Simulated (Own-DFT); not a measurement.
## Calculated data, Hf36O71 (tetragonal hafnia with one neutral oxygen vacancy, atoms displaced)

A calculation, not a measurement: plane-wave PBE and HSE06 DFT by an unreviewed code, no spin, of a simulated cell at Gamma alone, so results move with cell size and shape, stress positive in tension, energies less offsets, not probed for a lower state with spin; hafnium file: forces about 75 meV/angstrom off all-electron values; oxygen file: force components 24 meV/angstrom off all-electron in a glass; k mesh not checked against a denser one; forces and stress are PBE's, HSE06 gives the energy alone, and its difference from PBE has offsets of its own; offsets are fitted by least squares, one for each functional and potential file, so energies compare only between cells with the same atoms and settings and are not formation energies; the far tail of each file's local potential was reset to the Coulomb form; each entry is a single point on an unrelaxed cell, so the pressure reflects the starting lattice, taken from the Materials Project, from which strain is counted, and rises with the displacements; printed positions are rounded, which can move forces by about a meV/angstrom; the program is a retired in-house code; no spin-orbit coupling. Program: Own-DFT development build.

Settings shared by all entries: first functional PBE; second functional HSE06; exact exchange share 0.25; screening 0.11 1/bohr; exchange divergence Gygi-Baldereschi; potential files PseudoDojo norm-conserving, scalar-relativistic, made for PBE, standard set; wave cutoff 48 hartree; occupations fixed; k mesh 1 x 1 x 1 centred on Gamma.

```json
{"entry": 1, "formula": "Hf36O71", "kind": "tetragonal hafnia with one neutral oxygen vacancy, atoms displaced", "structure": {"cell_angstrom": [[10.78, 0.0, 0.0], [0.0, 10.78, 0.0], [0.0, 0.0, 10.4493]], "atoms_fractional": [["Hf", 0.00045, 0.0012, 0.99781], ["Hf", 0.16501, 0.16867, 0.24924], ["O", 0.00194, 0.16555, 0.15288], ["O", 0.1634, 0.99776, 0.35225], ["O", 0.00571, 0.16385, 0.40494], ["O", 0.16849, 0.00037, 0.09278], ["Hf", 0.00425, 0.00346, 0.50125], ["Hf", 0.16946, 0.16683, 0.75081], ["O", 0.9983, 0.17167, 0.65247], ["O", 0.16443, 0.99684, 0.84574], ["O", 0.99747, 0.16325, 0.90077], ["O", 0.1634, 0.99938, 0.59891], ["Hf", 0.00367, 0.33574, 0.99917], ["Hf", 0.16432, 0.50061, 0.25243], ["O", 0.99402, 0.4961, 0.15104], ["O", 0.16872, 0.33336, 0.3433], ["O", 0.99901, 0.49884, 0.40276], ["O", 0.16494, 0.33475, 0.09943], ["Hf", 0.00118, 0.33657, 0.49515], ["Hf", 0.16314, 0.49712, 0.74787], ["O", 0.99686, 0.50007, 0.65123], ["O", 0.16955, 0.33406, 0.8502], ["O", 0.00212, 0.50045, 0.90091], ["O", 0.16649, 0.33648, 0.59473], ["Hf", 0.99917, 0.66592, 0.99803], ["Hf", 0.16222, 0.83427, 0.25086], ["O", 0.99765, 0.83463, 0.15418], ["O", 0.16763, 0.67319, 0.34524], ["O", 0.00214, 0.83266, 0.40122], ["O", 0.16723, 0.66928, 0.09424], ["Hf", 0.00253, 0.66932, 0.50429], ["Hf", 0.16577, 0.83635, 0.74435], ["O", 0.00531, 0.83457, 0.65763], ["O", 0.16193, 0.66183, 0.84327], ["O", 0.99868, 0.83388, 0.90382], ["O", 0.16672, 0.66588, 0.59995], ["Hf", 0.32932, 0.99791, 0.99937], ["Hf", 0.49614, 0.1693, 0.24844], ["O", 0.3342, 0.16918, 0.15425], ["O", 0.50179, 0.99927, 0.34313], ["O", 0.33623, 0.16804, 0.39896], ["O", 0.50143, 0.00145, 0.09585], ["Hf", 0.33686, 0.99938, 0.49875], ["Hf", 0.50484, 0.16276, 0.75413], ["O", 0.32905, 0.1663, 0.646], ["O", 0.4975, 0.0001, 0.84891], ["O", 0.3324, 0.16673, 0.90098], ["O", 0.49947, 0.99697, 0.59815], ["Hf", 0.33162, 0.33006, 0.99898], ["Hf", 0.49476, 0.49776, 0.24661], ["O", 0.33531, 0.50182, 0.15424], ["O", 0.49819, 0.32831, 0.35075], ["O", 0.50388, 0.33374, 0.10048], ["Hf", 0.33343, 0.33379, 0.50114], ["Hf", 0.49849, 0.49827, 0.74865], ["O", 0.33625, 0.49729, 0.65027], ["O", 0.49708, 0.33277, 0.8424], ["O", 0.33198, 0.50056, 0.90375], ["O", 0.49934, 0.33279, 0.59804], ["Hf", 0.33582, 0.66472, 0.99872], ["Hf", 0.49703, 0.83733, 0.24919], ["O", 0.33478, 0.83476, 0.15669], ["O", 0.50298, 0.66724, 0.34823], ["O", 0.33169, 0.83429, 0.39983], ["O", 0.50169, 0.6666, 0.09447], ["Hf", 0.33093, 0.66108, 0.49527], ["Hf", 0.49968, 0.83285, 0.74662], ["O", 0.33541, 0.82903, 0.64993], ["O", 0.49775, 0.6662, 0.84827], ["O", 0.34083, 0.83226, 0.90154], ["O", 0.50011, 0.66215, 0.59829], ["Hf", 0.67304, 0.0002, 0.99638], ["Hf", 0.83356, 0.16331, 0.2478], ["O", 0.66994, 0.16628, 0.14859], ["O", 0.83211, 0.00254, 0.3479], ["O", 0.6631, 0.16677, 0.40023], ["O", 0.83603, 0.0013, 0.09843], ["Hf", 0.66513, 0.00216, 0.49731], ["Hf", 0.83284, 0.16365, 0.75308], ["O", 0.66531, 0.16712, 0.65736], ["O", 0.83593, 1e-05, 0.8478], ["O", 0.67168, 0.16458, 0.90555], ["O", 0.83068, 0.99798, 0.60012], ["Hf", 0.66527, 0.33496, 0.99808], ["Hf", 0.82887, 0.49608, 0.25031], ["O", 0.66967, 0.50078, 0.15734], ["O", 0.83066, 0.32961, 0.34832], ["O", 0.66672, 0.5003, 0.40633], ["O", 0.83104, 0.33574, 0.09466], ["Hf", 0.67011, 0.33514, 0.49847], ["Hf", 0.83321, 0.49528, 0.74809], ["O", 0.66865, 0.4979, 0.64659], ["O", 0.83606, 0.33199, 0.85038], ["O", 0.66502, 0.49648, 0.90443], ["O", 0.84054, 0.33817, 0.597], ["Hf", 0.66712, 0.66728, 0.998], ["Hf", 0.83237, 0.82866, 0.25606], ["O", 0.66905, 0.83364, 0.15136], ["O", 0.83101, 0.67255, 0.34876], ["O", 0.67115, 0.83082, 0.40223], ["O", 0.83391, 0.66381, 0.10151], ["Hf", 0.66469, 0.6683, 0.49994], ["Hf", 0.83172, 0.83701, 0.75112], ["O", 0.66809, 0.8338, 0.65133], ["O", 0.83442, 0.66608, 0.84626], ["O", 0.66579, 0.83051, 0.90555], ["O", 0.82766, 0.67386, 0.60598]]}, "results": {"PBE_energy_of_cell_above_offsets [eV]": "-100.958", "HSE06_less_PBE_above_offsets [eV]": "-0.141", "PBE_pressure [GPa]": 0.85, "PBE_stress_xx [GPa]": -0.04, "PBE_stress_yy [GPa]": -1.09, "PBE_stress_zz [GPa]": -1.42, "PBE_stress_yz [GPa]": 0.55, "PBE_stress_xz [GPa]": -0.77, "PBE_stress_xy [GPa]": -0.01, "force_element": ["Hf", "Hf", "O", "O", "O", "O", "Hf", "Hf", "O", "O", "O", "O", "Hf", "Hf", "O", "O", "O", "O", "Hf", "Hf", "O", "O", "O", "O", "Hf", "Hf", "O", "O", "O", "O", "Hf", "Hf", "O", "O", "O", "O", "Hf", "Hf", "O", "O", "O", "O", "Hf", "Hf", "O", "O", "O", "O", "Hf", "Hf", "O", "O", "O", "Hf", "Hf", "O", "O", "O", "O", "Hf", "Hf", "O", "O", "O", "O", "Hf", "Hf", "O", "O", "O", "O", "Hf", "Hf", "O", "O", "O", "O", "Hf", "Hf", "O", "O", "O", "O", "Hf", "Hf", "O", "O", "O", "O", "Hf", "Hf", "O", "O", "O", "O", "Hf", "Hf", "O", "O", "O", "O", "Hf", "Hf", "O", "O", "O", "O"], "force_x [eV/angstrom]": [-0.235, 0.248, -0.099, 0.225, -0.014, -0.482, -0.934, -0.6, 0.491, 0.408, 0.386, 1.179, -1.392, -0.29, 1.079, 0.167, 0.337, 0.731, -0.165, 0.3, 0.581, -0.184, 0.004, -0.126, -0.215, 0.266, 0.325, 0.219, -0.129, -0.124, -1.323, 0.976, -1.469, 0.294, 0.016, 0.241, 1.612, 1.315, -0.788, -0.152, -0.275, -0.295, -0.759, -1.122, 0.71, 0.424, -0.254, 0.182, 0.3, 1.586, -1.162, -0.345, -0.996, 0.706, 0.67, -0.917, 0.112, 0.194, 0.229, -0.076, 0.938, -0.715, -0.838, 0.345, -0.248, 0.74, -0.076, -0.406, 0.282, -0.622, -0.444, -0.794, -0.613, -0.461, 0.036, 0.149, -0.023, 0.676, 0.666, 0.54, -0.408, -0.474, 0.465, 0.869, 0.389, -1.226, 0.273, 0.267, 0.55, -0.363, -0.402, -0.266, -0.159, -0.042, -1.172, 0.502, -0.306, -0.333, 0.351, -0.439, -0.049, 0.328, 0.25, -0.852, -0.11, 0.265, 1.373], "force_y [eV/angstrom]": [-0.673, -0.877, 0.215, 0.724, 1.048, 0.121, -0.529, -0.294, -0.475, 0.717, 0.856, -0.041, -0.105, 0.43, 0.038, 0.44, 1.126, -0.016, -0.944, 0.708, 0.303, -0.461, -0.59, 0.074, 0.406, 0.574, -0.043, -1.843, 0.089, -0.309, -0.005, -1.057, -0.227, 0.908, -0.045, -0.265, -0.53, -0.67, 0.189, 0.396, -0.623, -0.013, 0.183, 0.439, -0.138, -0.111, -0.182, 0.278, 0.461, 0.307, -0.178, 1.717, 0.085, -0.022, 0.536, 0.156, -0.519, -0.693, -0.045, 0.615, -0.672, 0.085, -0.507, -0.302, -0.267, 0.531, -0.337, 0.42, -0.294, 0.079, 0.224, -0.558, -0.102, -0.022, -0.289, 0.015, 0.267, -0.574, 0.701, -0.015, -0.039, 0.603, 0.225, -0.598, 0.763, -0.143, 0.021, -0.249, -0.129, 0.101, 0.654, -0.274, -0.013, 0.646, -0.285, -0.182, 1.128, -0.021, -2.248, 1.127, 0.161, -0.254, -1.457, 0.23, -0.205, 0.724, -0.282], "force_z [eV/angstrom]": [0.54, 0.413, -0.087, -0.653, -0.472, 0.689, -0.16, -0.45, 0.304, 0.142, 0.187, 0.121, 0.062, -0.737, 0.301, 0.444, -0.36, -0.159, 0.837, 0.115, -0.119, -0.097, -0.058, 0.19, 0.142, -0.561, -0.051, 0.651, 0.788, 0.209, 0.047, 1.09, -0.939, -0.067, 0.042, -0.834, -0.064, -0.121, -0.741, 0.88, 0.333, -0.321, -0.233, -0.753, 0.743, -0.436, 0.071, -0.139, 0.111, 0.914, 0.286, -0.297, -0.393, -0.171, -0.395, -0.351, 0.892, -0.004, -0.377, -0.138, -0.512, -0.663, -0.248, 0.667, 0.294, 0.232, 0.529, -0.07, -0.459, 0.206, -0.277, 1.782, -0.377, 0.566, 0.254, 0.502, -0.454, -0.149, -0.442, -0.485, 0.438, -0.939, -0.242, 0.742, 0.069, -0.446, 0.015, -0.569, 0.116, 0.439, 0.125, 1.027, -0.545, -0.513, -0.112, 0.728, -1.15, 0.27, 0.713, 0.216, -0.566, 0.297, -0.488, 0.379, 0.355, -0.898, -1.163]}}
{"entry": 2, "formula": "Hf36O71", "kind": "tetragonal hafnia with one neutral oxygen vacancy, atoms displaced", "structure": {"cell_angstrom": [[10.78, 0.0, 0.0], [0.0, 10.78, 0.0], [0.0, 0.0, 10.4493]], "atoms_fractional": [["Hf", 0.00343, 0.99545, 0.00572], ["Hf", 0.16444, 0.16155, 0.24956], ["O", 0.99174, 0.16426, 0.14965], ["O", 0.17332, 0.99711, 0.35152], ["O", 0.99111, 0.1627, 0.41264], ["O", 0.17466, 0.00268, 0.10044], ["Hf", 0.9991, 0.00142, 0.50776], ["Hf", 0.16861, 0.15912, 0.74697], ["O", 0.99331, 0.17637, 0.65332], ["O", 0.17387, 0.99593, 0.84759], ["O", 0.00461, 0.16791, 0.90134], ["O", 0.15875, 0.99526, 0.60256], ["Hf", 0.00304, 0.33677, 0.00302], ["Hf", 0.15959, 0.50596, 0.2516], ["O", 0.99894, 0.50081, 0.15009], ["O", 0.16248, 0.33436, 0.34197], ["O", 0.99292, 0.50257, 0.40601], ["O", 0.1725, 0.32639, 0.09656], ["Hf", 0.00119, 0.33022, 0.4992], ["Hf", 0.15782, 0.50405, 0.7517], ["O", 0.99819, 0.50483, 0.6504], ["O", 0.16469, 0.33335, 0.85034], ["O", 0.00225, 0.49872, 0.90404], ["O", 0.17277, 0.33355, 0.59922], ["Hf", 0.99544, 0.67341, 0.00465], ["Hf", 0.16723, 0.82825, 0.25303], ["O", 0.0074, 0.83032, 0.14778], ["O", 0.16672, 0.65932, 0.34353], ["O", 0.99887, 0.8306, 0.38919], ["O", 0.16567, 0.66122, 0.10209], ["Hf", 0.00827, 0.66953, 0.50443], ["Hf", 0.1617, 0.83528, 0.74973], ["O", 0.00443, 0.83234, 0.65589], ["O", 0.16781, 0.66403, 0.84862], ["O", 0.99116, 0.82994, 0.90338], ["O", 0.16883, 0.65981, 0.59606], ["Hf", 0.33662, 0.99736, 0.00777], ["Hf", 0.49975, 0.15538, 0.24856], ["O", 0.33396, 0.17726, 0.1484], ["O", 0.4994, 0.00517, 0.34329], ["O", 0.33403, 0.1687, 0.41157], ["O", 0.50316, 0.99739, 0.10433], ["Hf", 0.31985, 0.00244, 0.50461], ["Hf", 0.49799, 0.17431, 0.75077], ["O", 0.33229, 0.16028, 0.66336], ["O", 0.33089, 0.16897, 0.90441], ["O", 0.50795, 0.99931, 0.59937], ["Hf", 0.32902, 0.33396, 0.99638], ["Hf", 0.50526, 0.50343, 0.24983], ["O", 0.32894, 0.50171, 0.15491], ["O", 0.49868, 0.33291, 0.34298], ["O", 0.33504, 0.49643, 0.40162], ["O", 0.49831, 0.32547, 0.0983], ["Hf", 0.33301, 0.33574, 0.49351], ["Hf", 0.50237, 0.48991, 0.74848], ["O", 0.33582, 0.49934, 0.65544], ["O", 0.49921, 0.32046, 0.8442], ["O", 0.33035, 0.50271, 0.90071], ["O", 0.50288, 0.32859, 0.59544], ["Hf", 0.32999, 0.66018, 0.99662], ["Hf", 0.49698, 0.84206, 0.25742], ["O", 0.33588, 0.83562, 0.1478], ["O", 0.49332, 0.66726, 0.33894], ["O", 0.33568, 0.84058, 0.40857], ["O", 0.49985, 0.65788, 0.10305], ["Hf", 0.33005, 0.66028, 0.49674], ["Hf", 0.49093, 0.83403, 0.74515], ["O", 0.33673, 0.84082, 0.65076], ["O", 0.49849, 0.6631, 0.84573], ["O", 0.33999, 0.83715, 0.9013], ["O", 0.50054, 0.66449, 0.60293], ["Hf", 0.65964, 0.99319, 0.00014], ["Hf", 0.82968, 0.16867, 0.25157], ["O", 0.66155, 0.17259, 0.14547], ["O", 0.8355, 0.99876, 0.35006], ["O", 0.67035, 0.16012, 0.40398], ["O", 0.84353, 0.00012, 0.09774], ["Hf", 0.67161, 0.9962, 0.49698], ["Hf", 0.8377, 0.16667, 0.75318], ["O", 0.6669, 0.16288, 0.65588], ["O", 0.83144, 0.99688, 0.83622], ["O", 0.66444, 0.16421, 0.89539], ["O", 0.83489, 0.99986, 0.59931], ["Hf", 0.66842, 0.33321, 0.99878], ["Hf", 0.84063, 0.49942, 0.24572], ["O", 0.675, 0.50015, 0.15476], ["O", 0.837, 0.33735, 0.34598], ["O", 0.66207, 0.49048, 0.40073], ["O", 0.83054, 0.33562, 0.08647], ["Hf", 0.66901, 0.33574, 0.50644], ["Hf", 0.83164, 0.4975, 0.74267], ["O", 0.66762, 0.49627, 0.65364], ["O", 0.83242, 0.32417, 0.8458], ["O", 0.66647, 0.50589, 0.9078], ["O", 0.83801, 0.32976, 0.58693], ["Hf", 0.67259, 0.65864, 0.01206], ["Hf", 0.82656, 0.8285, 0.25477], ["O", 0.66766, 0.83891, 0.14824], ["O", 0.82925, 0.66278, 0.35101], ["O", 0.66755, 0.83956, 0.3998], ["O", 0.83731, 0.66378, 0.10208], ["Hf", 0.66215, 0.67062, 0.49266], ["Hf", 0.83729, 0.8291, 0.75337], ["O", 0.66375, 0.83603, 0.64539], ["O", 0.84211, 0.66466, 0.85119], ["O", 0.66839, 0.83694, 0.9011], ["O", 0.8325, 0.66403, 0.59286]]}, "results": {"PBE_energy_of_cell_above_offsets [eV]": "-96.308", "HSE06_less_PBE_above_offsets [eV]": "0.131", "PBE_pressure [GPa]": 2.6, "PBE_stress_xx [GPa]": -2.24, "PBE_stress_yy [GPa]": -2.42, "PBE_stress_zz [GPa]": -3.15, "PBE_stress_yz [GPa]": -0.53, "PBE_stress_xz [GPa]": -0.01, "PBE_stress_xy [GPa]": 0.01, "force_element": ["Hf", "Hf", "O", "O", "O", "O", "Hf", "Hf", "O", "O", "O", "O", "Hf", "Hf", "O", "O", "O", "O", "Hf", "Hf", "O", "O", "O", "O", "Hf", "Hf", "O", "O", "O", "O", "Hf", "Hf", "O", "O", "O", "O", "Hf", "Hf", "O", "O", "O", "O", "Hf", "Hf", "O", "O", "O", "Hf", "Hf", "O", "O", "O", "O", "Hf", "Hf", "O", "O", "O", "O", "Hf", "Hf", "O", "O", "O", "O", "Hf", "Hf", "O", "O", "O", "O", "Hf", "Hf", "O", "O", "O", "O", "Hf", "Hf", "O", "O", "O", "O", "Hf", "Hf", "O", "O", "O", "O", "Hf", "Hf", "O", "O", "O", "O", "Hf", "Hf", "O", "O", "O", "O", "Hf", "Hf", "O", "O", "O", "O"], "force_x [eV/angstrom]": [-0.335, 0.54, 1.627, -0.383, 0.839, -1.762, -2.285, -0.891, 2.408, -0.791, -0.031, 0.519, 0.712, 1.586, 0.543, -0.303, 0.81, -2.023, 0.825, 1.443, -0.039, 0.065, -0.053, -0.949, 1.165, 0.114, -0.561, 0.386, 0.662, -0.162, -2.549, 2.422, -0.787, -0.197, 0.868, 0.364, 0.75, 0.109, -0.382, -0.148, -0.58, -0.843, 2.758, 1.649, -0.39, -0.029, -1.727, 0.858, -0.887, 0.177, -0.18, -0.319, 0.538, 0.783, -1.085, -0.414, 0.116, 0.274, -1.0, 1.456, -0.125, -0.37, 0.47, -0.101, 0.541, 2.124, 2.336, -2.752, -0.144, -0.077, -0.404, 1.457, -0.864, 1.385, -0.092, 0.131, -1.535, -0.393, -2.066, 0.619, 0.724, -0.16, 0.775, -1.496, -0.939, -0.73, 0.176, -0.218, 1.004, -0.575, 0.608, 0.089, -0.19, 0.142, -0.671, -2.239, 1.221, -0.281, -0.627, -0.328, -0.282, 0.454, -2.43, 0.932, -0.477, 0.036, 0.055], "force_y [eV/angstrom]": [1.469, 1.232, 0.463, 0.344, 0.096, 0.089, -0.381, 2.005, -0.739, -0.375, -1.004, 0.509, -1.255, -2.672, -0.466, -0.619, 0.363, 0.281, 0.408, -2.002, -0.17, 0.195, 0.492, -0.112, -1.333, 0.636, -0.032, 2.401, 0.008, 0.518, -0.689, -0.29, -0.575, 1.617, 1.025, 0.577, 0.629, 4.728, -1.62, -1.94, -0.864, 0.113, 0.289, -4.673, -0.406, -1.076, -0.06, -0.354, -2.024, 0.068, -0.664, 1.166, 1.516, -0.023, 1.897, 0.109, 4.613, -1.072, 0.34, 0.661, -1.077, -0.182, 0.991, -1.724, 0.161, 0.047, 0.24, -0.3, -0.087, -0.691, -0.112, 1.302, -0.613, -0.631, -0.425, 1.405, -0.433, 1.748, -1.421, 0.849, 0.001, -0.359, -0.475, -1.57, -0.354, 0.357, -0.806, 2.12, 0.122, -1.76, 0.157, -0.395, 2.781, -1.482, 0.896, 1.494, 1.22, -0.605, 0.557, -2.034, 0.565, -0.571, 0.595, -0.957, -0.699, -1.438, 0.227], "force_z [eV/angstrom]": [-0.647, -1.132, 1.114, 0.082, -1.143, 0.69, -1.514, 2.009, -0.595, 0.11, 0.553, 0.506, -1.128, -1.753, -0.188, 0.53, -0.239, 0.345, -0.082, 0.537, 0.067, -0.869, -0.141, -0.552, -0.77, -0.997, 0.218, 2.086, 1.724, -0.427, -1.047, 1.36, -1.158, -0.059, -0.493, 0.318, -1.862, -1.195, 1.54, 1.8, -0.738, -0.038, 0.679, -1.034, -1.553, -0.004, -0.707, 0.88, -0.956, 0.132, 0.263, -0.078, -1.266, 0.865, 0.64, -0.382, 1.515, -0.162, 0.449, 0.502, -1.724, 1.232, 1.88, -0.737, -0.974, 0.822, 1.405, -0.433, -0.178, 0.2, -1.799, -1.255, -0.156, 0.96, -0.628, -0.539, -0.037, 2.619, -0.18, -0.367, 1.157, 1.285, -0.57, -0.123, 1.534, -0.332, -0.701, 0.332, 1.352, -1.393, 1.405, -0.34, -0.186, -0.886, 1.355, -1.361, -0.386, 0.965, -0.663, -1.377, 0.697, 1.332, -0.362, 0.453, -0.361, 0.172, 0.292]}}
```
